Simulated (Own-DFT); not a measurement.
# A layer strained by its substrate: wurtzite AlGaN with randomly placed atoms, 72 atoms (Al9Ga27N36)

Source: density functional calculations with Own-DFT, an unreviewed in-house program that is no longer used. Nothing was measured or relaxed, and spin and spin-orbit coupling are left out.

Common settings: PBE; PseudoDojo norm-conserving scalar-relativistic files (stringent for Ga); cutoff 96 hartree; 4 x 4 x 3 k mesh centred on Gamma; Gaussian smearing of 0.01 eV.

Limits: forces on such cells passed a denser k mesh, each cell not checked; stress not checked against mesh or cutoff.

Unstrained cell vectors in Å: (9.509, 0.000, 0.000); (-4.755, 8.235, 0.000); (0.000, 0.000, 10.268). The unstrained cell has measured lattice constants (interpolated for alloys), not those of this functional. That, the random moves and any unrelaxed bonds set the pressure at no strain. Each run strains x and y alike by e, as a substrate would, and holds the height along z. Each coordinate of each atom was shifted by a normal deviate of width 0.05 Å. The random placing of the alloy's atoms differs from row to row. Stress is positive in tension.

```
e (%),u (Å),(s_xx + s_yy)/2 (GPa),s_zz (GPa)
-3.00,0.054,-28.25,-10.61
-2.50,0.053,-22.89,-12.28
-2.25,0.050,-20.72,-11.68
-1.50,0.048,?,?
-1.25,0.049,-14.78,-8.45
-1.00,0.053,-12.63,-8.20
0.50,0.052,-3.65,-8.69
1.50,0.053,-0.47,-3.34
2.00,0.048,2.71,-3.41
3.00,0.048,7.26,-2.64
```

## Fit

With e as a fraction, the in-plane stress is -6.9 + 565 e - 3801 e² GPa (errors 14 and 889, scatter 0.83), and s_zz is -7.2 + 162 e GPa (slope ± 22, scatter 1.34). At e = 0 the first slope is C11 + C12 and the second 2 C13, both with the ions held to the strained lattice and at the cell's own pressure. The term in e² is negative: the layer stiffens under compression and softens under tension. A free layer would change its height as e changes, and the in-plane slope would drop by 2 C13²/C33 to the biaxial modulus. At fixed height, a misfit of 1 % moves the in-plane stress by about 5.6 GPa and s_zz by 1.6 GPa.

## Test on the hidden row

Question: what are the two stresses at e = -1.50 %?

The fit gives -16.2 and -9.6 GPa. Computed: -15.01 and -10.84 GPa.
